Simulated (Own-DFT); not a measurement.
# Computed records: GaN (wurtzite, strained, atoms displaced)

Computed with Own-DFT development build. A calculation, not a measurement: plane-wave PBE density functional theory by an unreviewed code, no spin, of a simulated periodic cell, stress positive in tension, free energy of the whole cell less one offset for each atom, forces on such cells passed a denser k mesh, this cell's mesh not checked; offsets are fitted by least squares, one for each functional and potential file, so energies compare only between cells with the same atoms and settings and are not formation energies; the far tail of each file's local potential was reset to the Coulomb form; each entry is a single point on an unrelaxed cell, so the pressure reflects the starting lattice, mostly measured values (interpolated for alloys), from which strain is counted, and rises with the displacements; printed positions are rounded, which can move forces by about a meV/angstrom; the program, named Own-DFT, is a retired in-house code; no spin-orbit coupling.

Common to all runs: functional PBE; potential files PseudoDojo norm-conserving, scalar-relativistic, standard set with the stringent files for Ga; wave cutoff 96 hartree; occupations Gaussian; smearing width 0.01 eV; k mesh 3 x 4 x 3 centred on Gamma.

(1) GaN (wurtzite, strained, atoms displaced)

```
CELL_PARAMETERS angstrom
12.75600 0.00000 0.00000
-4.78350 8.28530 0.00000
0.00000 0.00000 10.21440
ATOMIC_POSITIONS crystal
Ga 0.07843 0.20716 0.98954
Ga 0.16383 0.10849 0.25807
N 0.08599 0.22851 0.18767
N 0.17202 0.11450 0.44172
Ga 0.07442 0.21467 0.50272
Ga 0.16892 0.11434 0.74554
N 0.09020 0.22627 0.68786
N 0.16903 0.10760 0.93461
Ga 0.07741 0.54253 0.99541
Ga 0.16585 0.45064 0.25805
N 0.08159 0.55614 0.19204
N 0.16674 0.44505 0.43587
Ga 0.08740 0.55206 0.50641
Ga 0.16730 0.44974 0.75341
N 0.08470 0.56307 0.69434
N 0.16454 0.43368 0.93545
Ga 0.07524 0.88006 0.99857
Ga 0.16381 0.77190 0.24845
N 0.07864 0.89667 0.18898
N 0.16181 0.77065 0.44159
Ga 0.08503 0.88592 0.50168
Ga 0.17110 0.78528 0.75025
N 0.08229 0.88595 0.68894
N 0.16287 0.78376 0.94576
Ga 0.34355 0.23449 0.00490
Ga 0.42172 0.11271 0.25627
N 0.34086 0.22641 0.18685
N 0.41588 0.11578 0.43936
Ga 0.33425 0.23100 0.50519
Ga 0.42077 0.10978 0.74536
N 0.33073 0.21754 0.68932
N 0.41180 0.11650 0.93811
Ga 0.32995 0.55487 0.00226
Ga 0.41639 0.45216 0.24831
N 0.33497 0.55782 0.18332
N 0.41523 0.44590 0.43823
Ga 0.32786 0.55094 0.50680
Ga 0.41511 0.44550 0.74921
N 0.34639 0.57053 0.69381
N 0.41526 0.44272 0.94663
Ga 0.33939 0.88796 0.99758
Ga 0.40959 0.76288 0.24530
N 0.32969 0.88564 0.19066
N 0.41532 0.77252 0.44308
Ga 0.33696 0.88074 0.50266
Ga 0.41164 0.77628 0.74800
N 0.32324 0.89130 0.68670
N 0.41362 0.77384 0.94372
Ga 0.58664 0.22763 0.99760
Ga 0.66344 0.10260 0.25278
N 0.59168 0.23268 0.19058
N 0.66737 0.11698 0.44694
Ga 0.58857 0.22709 0.50076
Ga 0.66454 0.09733 0.75033
N 0.58511 0.21677 0.68548
N 0.66650 0.11524 0.93815
Ga 0.57767 0.54985 0.00077
Ga 0.66678 0.43601 0.24130
N 0.59334 0.56174 0.18898
N 0.66775 0.44087 0.42559
Ga 0.57568 0.55140 0.49780
Ga 0.66445 0.44817 0.74814
N 0.58692 0.55483 0.69661
N 0.65993 0.43611 0.93319
Ga 0.58783 0.88422 0.99419
Ga 0.66246 0.78303 0.25350
N 0.58479 0.88676 0.18861
N 0.66825 0.77279 0.43685
Ga 0.58122 0.88640 0.50047
Ga 0.66579 0.77874 0.74646
N 0.58260 0.88737 0.69074
N 0.66656 0.77810 0.93822
Ga 0.83922 0.22927 0.99682
Ga 0.91544 0.10612 0.25112
N 0.84401 0.23133 0.17880
N 0.91311 0.11786 0.43752
Ga 0.83929 0.22343 0.50015
Ga 0.91252 0.11090 0.73967
N 0.82952 0.21403 0.68720
N 0.91322 0.11954 0.93765
Ga 0.83936 0.56193 0.00426
Ga 0.92208 0.44237 0.25038
N 0.83301 0.55702 0.18313
N 0.91889 0.45193 0.43419
Ga 0.82801 0.55090 0.49912
Ga 0.91380 0.43784 0.74677
N 0.83446 0.55508 0.68964
N 0.92395 0.45187 0.93599
Ga 0.83448 0.88854 0.00544
Ga 0.91813 0.77197 0.25042
N 0.83405 0.89000 0.18235
N 0.91397 0.77090 0.42739
Ga 0.82543 0.88091 0.50679
Ga 0.92030 0.77990 0.75835
N 0.83898 0.89604 0.68831
N 0.90887 0.77577 0.93671
```

- free energy of cell above offsets: -3.621 eV
- pressure: 10.17 GPa
- stress xx: -7.35 GPa
- stress yy: -8.31 GPa
- stress zz: -14.85 GPa
- stress yz: -0.96 GPa
- stress xz: 0.28 GPa
- stress xy: 1.25 GPa

Force:
```csv
element,x (eV/Å),y (eV/Å),z (eV/Å)
Ga,0.337,0.731,1.333
Ga,0.418,1.258,-1.678
N,0.131,-0.363,0.242
N,-1.293,-0.469,0.731
Ga,1.441,0.484,-0.877
Ga,0.079,-1.108,0.914
N,-1.494,0.373,0.018
N,-0.259,-0.061,0.355
Ga,1.772,2.087,0.993
Ga,0.352,-1.076,-2.64
N,0.981,-0.006,-1.258
N,0.337,-0.627,2.249
Ga,-1.594,0.546,-0.602
Ga,0.368,-0.234,-0.751
N,0.532,-1.028,-0.306
N,-0.125,0.839,0.909
Ga,0.225,1.847,0.531
Ga,-0.707,1.374,0.239
N,1.398,-1.043,-0.166
N,1.229,0.448,-0.306
Ga,-0.777,-0.115,-0.582
Ga,-2.057,-0.916,1.589
N,-0.38,0.554,0.152
N,1.973,-1.62,-0.942
Ga,-1.511,-2.358,-0.364
Ga,-0.533,-0.027,-1.177
N,-0.758,-0.065,1.692
N,0.645,-0.634,1.242
Ga,0.754,-1.137,-0.96
Ga,-0.721,0.703,0.81
N,0.802,1.443,0.255
N,2.188,-1.038,-0.44
Ga,0.019,-0.838,-1.271
Ga,1.587,-1.125,-0.316
N,-0.747,-1.344,1.198
N,-0.793,0.381,0.177
Ga,0.642,0.191,-0.605
Ga,0.91,-0.701,1.122
N,-1.441,-2.595,-0.766
N,-0.833,1.487,-1.733
Ga,-2.421,1.187,0.796
Ga,-0.176,2.896,0.841
N,0.995,0.285,0.043
N,0.576,-0.403,-0.859
Ga,-2.156,1.457,-1.255
Ga,0.017,2.141,1.173
N,3.152,0.138,0.154
N,1.017,0.219,-1.243
Ga,-0.629,-1.326,0.287
Ga,0.485,1.736,-0.35
N,-0.057,-3.904,-1.112
N,1.266,-1.479,-1.233
Ga,-1.292,-0.027,-0.548
Ga,-0.751,2.092,0.274
N,-0.066,0.504,0.767
N,0.689,-0.813,0.135
Ga,1.275,0.895,0.014
Ga,-0.13,3.068,0.681
N,-1.597,-0.238,0.187
N,-1,0.5,2.145
Ga,1.902,-0.074,0.105
Ga,2.048,-1.454,0.281
N,-1.941,0.575,-1.926
N,0.652,1.911,0.825
Ga,-1.348,1.186,0.752
Ga,2.439,-0.977,-1.127
N,-1.585,0.109,-0.314
N,-1.435,0.301,1.118
Ga,0.434,0.494,-0.242
Ga,0.795,-0.134,0.883
N,-0.486,-1.081,-0.538
N,0.879,-0.73,-0.588
Ga,-1.522,0.017,-0.146
Ga,0.346,0.832,-1.312
N,-1.065,-1.419,1.988
N,1.583,-2.037,0.104
Ga,-2.47,1.379,-0.313
Ga,1.541,0.661,2.004
N,-0.318,1.102,-0.085
N,1.549,-1.883,-1.384
Ga,-0.844,-1.322,-1.676
Ga,-1.615,0.061,-0.342
N,0.983,-0.518,1.159
N,0.604,-0.993,1.557
Ga,0.474,0.572,-0.325
Ga,-0.216,0.592,0.146
N,-0.425,0.101,-0.089
N,-2.117,-0.967,-0.568
Ga,-1.166,0.742,-1.803
Ga,-1.199,0.439,-1.409
N,-0.276,-0.3,2.555
N,-0.382,0.977,3.309
Ga,1.768,0.432,-1.838
Ga,-0.198,-0.406,-2.22
N,-0.341,-1.535,0.509
N,0.663,0.201,1.039
```

(2) GaN (wurtzite, strained, atoms displaced)

```
CELL_PARAMETERS angstrom
12.75600 0.00000 0.00000
-4.78350 8.28530 0.00000
0.00000 0.00000 10.21440
ATOMIC_POSITIONS crystal
Ga 0.07487 0.21965 0.99918
Ga 0.16492 0.10661 0.25763
N 0.08454 0.21907 0.19265
N 0.16741 0.11016 0.43184
Ga 0.08465 0.22379 0.50101
Ga 0.17139 0.12282 0.74393
N 0.07981 0.22035 0.68639
N 0.16687 0.10721 0.93822
Ga 0.09137 0.56014 0.00082
Ga 0.16172 0.44088 0.25711
N 0.07029 0.53941 0.18773
N 0.16633 0.44816 0.44160
Ga 0.08103 0.55299 0.49954
Ga 0.16699 0.44393 0.75879
N 0.08546 0.56377 0.69036
N 0.16106 0.44587 0.93407
Ga 0.08064 0.89041 0.99788
Ga 0.17262 0.78123 0.25088
N 0.08160 0.88231 0.19166
N 0.17731 0.78864 0.43401
Ga 0.08366 0.88988 0.49819
Ga 0.16181 0.77195 0.75011
N 0.08157 0.89712 0.69118
N 0.16900 0.78905 0.93401
Ga 0.32134 0.20669 0.00575
Ga 0.41451 0.11565 0.25561
N 0.34196 0.22500 0.18509
N 0.41807 0.10752 0.43935
Ga 0.33623 0.23162 0.50234
Ga 0.42223 0.12822 0.74835
N 0.33032 0.21583 0.69012
N 0.42185 0.11401 0.93501
Ga 0.32682 0.54650 0.99921
Ga 0.41426 0.44321 0.25086
N 0.32488 0.54118 0.18747
N 0.41657 0.43510 0.43526
Ga 0.33347 0.55471 0.50284
Ga 0.42471 0.45720 0.74516
N 0.33163 0.54944 0.68838
N 0.40682 0.43490 0.93746
Ga 0.33554 0.89971 0.99563
Ga 0.41629 0.78445 0.25933
N 0.33543 0.89596 0.18856
N 0.41406 0.77414 0.44229
Ga 0.32915 0.88132 0.50354
Ga 0.41575 0.77751 0.75015
N 0.33406 0.88805 0.69284
N 0.41301 0.77061 0.93592
Ga 0.58755 0.22227 0.00699
Ga 0.67370 0.10608 0.25283
N 0.57744 0.21116 0.17725
N 0.66311 0.11090 0.44085
Ga 0.58239 0.22760 0.50035
Ga 0.66591 0.11137 0.74570
N 0.58368 0.22600 0.69860
N 0.66803 0.11217 0.92381
Ga 0.57970 0.55485 0.00618
Ga 0.65815 0.44130 0.25406
N 0.57930 0.55007 0.18418
N 0.65552 0.43224 0.43236
Ga 0.58247 0.55388 0.49699
Ga 0.66140 0.43751 0.75332
N 0.58499 0.56709 0.69554
N 0.66837 0.44159 0.94352
Ga 0.58533 0.88519 0.99956
Ga 0.66564 0.78481 0.25369
N 0.57308 0.88039 0.18581
N 0.67108 0.78050 0.43692
Ga 0.58450 0.88818 0.50692
Ga 0.66630 0.78892 0.75070
N 0.58769 0.88461 0.68895
N 0.65925 0.77274 0.93962
Ga 0.83270 0.21701 0.99857
Ga 0.92145 0.11466 0.24644
N 0.83499 0.21971 0.20062
N 0.91814 0.10939 0.43487
Ga 0.83257 0.22475 0.50464
Ga 0.92155 0.12183 0.75372
N 0.83451 0.22424 0.69919
N 0.91914 0.11637 0.94056
Ga 0.83116 0.55641 0.99664
Ga 0.91295 0.44290 0.25678
N 0.83001 0.55677 0.19108
N 0.91907 0.44351 0.43978
Ga 0.82809 0.55745 0.50597
Ga 0.91890 0.45007 0.75325
N 0.82856 0.54807 0.68406
N 0.92021 0.44665 0.93241
Ga 0.83491 0.88924 0.00966
Ga 0.92649 0.78447 0.25025
N 0.82989 0.89035 0.18693
N 0.91569 0.78354 0.42967
Ga 0.83602 0.88967 0.49826
Ga 0.91677 0.78360 0.74056
N 0.83068 0.89601 0.69209
N 0.91653 0.77449 0.92633
```

- free energy of cell above offsets: -3.528 eV
- pressure: 10.31 GPa
- stress xx: -8.14 GPa
- stress yy: -5.85 GPa
- stress zz: -16.96 GPa
- stress yz: 0.85 GPa
- stress xz: -0.07 GPa
- stress xy: -0.66 GPa

Force:
```csv
element,x (eV/Å),y (eV/Å),z (eV/Å)
Ga,2.489,0.797,0.835
Ga,0.708,0.474,-3.131
N,0.182,0.161,-0.827
N,0.013,0.609,3.189
Ga,-0.376,-0.289,-0.825
Ga,-0.549,-1.352,1.289
N,0.636,1.12,0.539
N,-2.032,0.435,-0.477
Ga,-2.244,0.678,0.03
Ga,0.185,0.144,-1.22
N,1.543,1.763,0.323
N,0.508,-0.47,0.489
Ga,0.229,1.16,0.383
Ga,-0.239,0.25,-2.96
N,0.285,-1.809,-0.733
N,1.066,-1.015,1.966
Ga,0.06,-0.735,-0.134
Ga,-0.381,-1.04,-1.128
N,1.121,1.33,-1.017
N,-2.225,-1.814,0.821
Ga,0.274,-0.057,0.325
Ga,0.195,2.322,-0.16
N,0.96,-0.442,-1.196
N,0.252,-1.064,1.351
Ga,1.893,1.662,-1.43
Ga,1.439,-0.57,-0.799
N,-2.026,-0.417,1.448
N,-0.718,0.276,1.047
Ga,0.449,-2.699,-0.118
Ga,0.035,-2.614,0.834
N,0.048,2.168,-1.003
N,-0.679,0.607,0.435
Ga,0.492,0.682,0.041
Ga,-0.002,-0.011,-1.235
N,-0.363,1.444,0.786
N,-0.723,2.182,0.663
Ga,-0.005,-0.347,-0.596
Ga,-0.91,-1.727,1.67
N,-0.503,0.549,0.09
N,0.914,0.112,-0.071
Ga,0.86,-1,-0.001
Ga,-0.506,-1.162,-1.764
N,0.074,-0.682,-0.175
N,0.854,0.14,0.611
Ga,1.101,1.611,0.826
Ga,0.074,-0.072,0.022
N,-0.409,0.548,-0.409
N,-0.079,0.479,0.847
Ga,-0.273,-0.295,-3.624
Ga,-2.326,-0.158,-0.455
N,0.894,0.522,4.878
N,0.556,-0.01,0.607
Ga,0.18,-1.912,0.754
Ga,0.144,-0.154,-0.715
N,0.47,-0.521,-2.406
N,0.295,-0.592,3.414
Ga,-0.121,-0.917,-2.209
Ga,1.193,-0.36,-2.732
N,-0.326,1.074,2.372
N,0.832,2.115,1.84
Ga,-0.073,0.618,0.721
Ga,0.109,2.034,0.78
N,1.491,-0.816,-1.668
N,-1.129,0.36,-0.587
Ga,-1.829,0.562,-0.588
Ga,0.184,-1.168,-1.287
N,1.264,0.963,0.812
N,-0.746,-0.571,0.808
Ga,-0.199,0.016,-1.368
Ga,2.384,-1.315,1.241
N,-2.96,1.431,-0.22
N,1.765,0.377,0.128
Ga,-1.124,1.277,0.252
Ga,-0.151,-0.696,0.728
N,-0.221,0.326,-2.007
N,-0.396,0.563,0.872
Ga,0.584,-0.679,-0.033
Ga,-0.463,-1.39,-0.461
N,-0.161,0.412,-1.648
N,-0.574,-1.565,0.045
Ga,1.025,-0.013,0.589
Ga,-0.916,0.197,-1.257
N,0.105,-0.109,0.035
N,-1.286,0.37,1.026
Ga,0.556,-0.246,-2.474
Ga,-0.101,-0.266,-1.12
N,-0.346,0.903,1.37
N,-0.154,-0.082,2.297
Ga,-0.245,-0.789,-3.003
Ga,-2.318,-1.681,-1.123
N,0.749,0.009,1.6
N,0.86,-1.014,2.33
Ga,-0.57,0.78,0.596
Ga,-0.667,-0.528,0.398
N,0.734,0.039,-0.724
N,-0.673,0.581,1.766
```

(3) GaN (wurtzite, strained, atoms displaced)

```
CELL_PARAMETERS angstrom
12.75600 0.00000 0.00000
-4.78350 8.28530 0.00000
0.00000 0.00000 10.21440
ATOMIC_POSITIONS crystal
Ga 0.08442 0.22359 0.00212
Ga 0.16046 0.09924 0.25553
N 0.08303 0.22913 0.19024
N 0.17430 0.11981 0.44624
Ga 0.08645 0.23625 0.49968
Ga 0.16993 0.10998 0.75681
N 0.08187 0.21969 0.68492
N 0.15961 0.10587 0.94725
Ga 0.09405 0.56158 0.00362
Ga 0.17078 0.44485 0.25126
N 0.08245 0.55378 0.19032
N 0.16315 0.44135 0.43211
Ga 0.08163 0.56084 0.50148
Ga 0.16739 0.45452 0.74931
N 0.08658 0.54784 0.68366
N 0.16054 0.43738 0.93561
Ga 0.08171 0.89155 0.00059
Ga 0.16328 0.77039 0.25836
N 0.08342 0.88220 0.18460
N 0.16501 0.78027 0.44283
Ga 0.08893 0.89654 0.49819
Ga 0.16633 0.77415 0.75596
N 0.08652 0.89117 0.69470
N 0.16983 0.77517 0.93117
Ga 0.32591 0.21852 0.00389
Ga 0.41225 0.11074 0.24544
N 0.33806 0.23091 0.18510
N 0.41811 0.11650 0.44168
Ga 0.32759 0.22086 0.51199
Ga 0.42022 0.11880 0.74930
N 0.34225 0.22259 0.68874
N 0.42168 0.11408 0.94433
Ga 0.33018 0.56125 0.99472
Ga 0.41830 0.44785 0.25359
N 0.34135 0.55504 0.18960
N 0.41524 0.44346 0.43462
Ga 0.33800 0.55653 0.49696
Ga 0.41065 0.44574 0.74797
N 0.33561 0.56174 0.69256
N 0.41923 0.43968 0.93980
Ga 0.32904 0.87739 0.00023
Ga 0.41255 0.77743 0.24278
N 0.33555 0.88591 0.18720
N 0.41028 0.77899 0.43898
Ga 0.33693 0.89684 0.49873
Ga 0.42562 0.78183 0.75471
N 0.32717 0.88902 0.68734
N 0.41639 0.77899 0.93725
Ga 0.58149 0.21642 0.00997
Ga 0.66830 0.11032 0.25389
N 0.58037 0.21431 0.19018
N 0.65949 0.11193 0.43384
Ga 0.57943 0.22384 0.50373
Ga 0.66913 0.11120 0.75452
N 0.57693 0.21673 0.69581
N 0.66748 0.11249 0.93640
Ga 0.58779 0.55457 0.99610
Ga 0.65852 0.44369 0.25578
N 0.57187 0.55752 0.18950
N 0.66684 0.44212 0.44407
Ga 0.58169 0.55829 0.49980
Ga 0.66405 0.44669 0.74396
N 0.58287 0.55640 0.68284
N 0.66410 0.44047 0.93755
Ga 0.57905 0.89180 0.00369
Ga 0.66662 0.77316 0.24747
N 0.57838 0.88542 0.19116
N 0.66926 0.77981 0.43556
Ga 0.57958 0.89665 0.49455
Ga 0.65574 0.77185 0.74867
N 0.58573 0.89309 0.69102
N 0.66147 0.77869 0.93524
Ga 0.83002 0.22655 0.00577
Ga 0.91627 0.11730 0.24491
N 0.83389 0.21799 0.18632
N 0.91460 0.10764 0.43796
Ga 0.83247 0.20939 0.49734
Ga 0.91407 0.11773 0.75299
N 0.83194 0.21790 0.69647
N 0.92172 0.11459 0.93150
Ga 0.83586 0.55207 0.99626
Ga 0.91141 0.43746 0.24422
N 0.83462 0.55687 0.18629
N 0.91683 0.45026 0.44796
Ga 0.83139 0.55294 0.49383
Ga 0.91331 0.44058 0.74419
N 0.83402 0.55464 0.68553
N 0.92136 0.43780 0.94097
Ga 0.83804 0.89784 0.99908
Ga 0.92157 0.79251 0.25045
N 0.83276 0.88668 0.18847
N 0.91874 0.78089 0.43339
Ga 0.83370 0.88616 0.49980
Ga 0.91623 0.77539 0.75937
N 0.84049 0.88556 0.69152
N 0.91422 0.77866 0.93761
```

* free energy of cell above offsets: -4.333 eV
* pressure: 9.94 GPa
* stress xx: -7.8 GPa
* stress yy: -7.07 GPa
* stress zz: -14.95 GPa
* stress yz: 0.66 GPa
* stress xz: -0.65 GPa
* stress xy: 0.81 GPa

Force:
```csv
element,x (eV/Å),y (eV/Å),z (eV/Å)
Ga,-0.753,-0.146,-0.152
Ga,0.606,1.864,-0.546
N,0.776,-1.384,0.076
N,-1.946,-0.962,-1.324
Ga,0.053,-2.049,0.332
Ga,-0.788,0.272,-0.87
N,0.557,0.808,1.093
N,0.85,0.824,-0.935
Ga,-1.609,-0.848,-0.333
Ga,0.03,0.646,-0.97
N,0.332,-0.113,0.239
N,0.306,1.924,1.323
Ga,0.749,-0.462,-0.706
Ga,1.569,-2.14,-0.137
N,-2.452,1.348,0.705
N,1.101,1.078,0.489
Ga,0.471,-1.527,-0.684
Ga,0.38,0.366,-1.036
N,0.157,0.621,0.998
N,0.641,0.21,-0.235
Ga,-1.099,-0.481,1.472
Ga,-0.188,0.109,-3.032
N,-0.107,-0.577,-0.456
N,-1.051,0.111,2.93
Ga,1.48,0.436,-1.023
Ga,0.335,0.002,0.69
N,-0.958,-1.325,1.593
N,-0.861,-0.065,-0.846
Ga,1.907,0.878,-2.116
Ga,0,-2.358,1.781
N,-2.51,0.842,1.54
N,-1.426,-1.213,-0.375
Ga,1.656,-1.646,0.616
Ga,-0.64,-1.302,-0.724
N,-2.445,0.413,-0.899
N,0.306,-0.217,1.811
Ga,-1.328,0.313,0.33
Ga,1.469,-0.388,0.871
N,-0.219,-0.151,-0.852
N,-1.404,0.514,-0.539
Ga,-0.219,2.284,-0.457
Ga,1.108,-0.622,1.439
N,-2.022,0.169,0.236
N,1.044,-0.281,-0.525
Ga,-0.697,-0.453,0.719
Ga,-2.085,0.426,-1.53
N,1.619,0.264,0.567
N,0.091,-0.151,0.628
Ga,-0.051,0.833,-1.94
Ga,-0.665,-0.456,-1.366
N,0.128,0.984,1.392
N,1.169,0.622,1.665
Ga,0.396,-0.167,0.276
Ga,-0.959,0.297,-0.769
N,2.205,1.115,-1.258
N,-0.152,-0.201,1.624
Ga,-1.054,0.224,0.424
Ga,0.804,0.107,-1.185
N,3.148,0.017,-0.656
N,-0.991,0.357,-0.472
Ga,0.255,0.035,-0.821
Ga,0.666,-0.432,0.753
N,-0.815,-0.297,0.879
N,0.995,0.059,-0.049
Ga,1.158,-0.128,-0.253
Ga,-0.694,0.679,0.004
N,0.928,0.685,0.03
N,-0.915,0.113,0.509
Ga,0.685,-1.291,0.42
Ga,2.353,0.765,-0.141
N,-0.281,0.237,-1.236
N,0.6,0.209,0.973
Ga,1.035,-0.938,-1.999
Ga,1.14,-1.186,0.928
N,-1.28,0.252,0.99
N,0.82,0.187,-0.609
Ga,-1.5,1.543,0.873
Ga,2.139,-1.612,-1.355
N,-0.935,0.477,-1.975
N,-0.804,0.09,2.628
Ga,-0.498,-0.032,0.123
Ga,0.104,1.276,1.202
N,-0.818,-0.054,0.638
N,0.675,-1.94,-1.711
Ga,-0.029,1.204,0.67
Ga,0.665,0.451,0.648
N,-0.318,0.063,0.407
N,-0.475,1.47,-0.577
Ga,-0.96,-0.764,-0.687
Ga,0.27,-2.126,-0.611
N,-0.489,1.085,-0.463
N,0.377,0.009,0.959
Ga,0.234,0.02,0.829
Ga,0.447,0.152,-2.426
N,-2.171,0.509,-0.372
N,0.673,-0.363,1.918
```
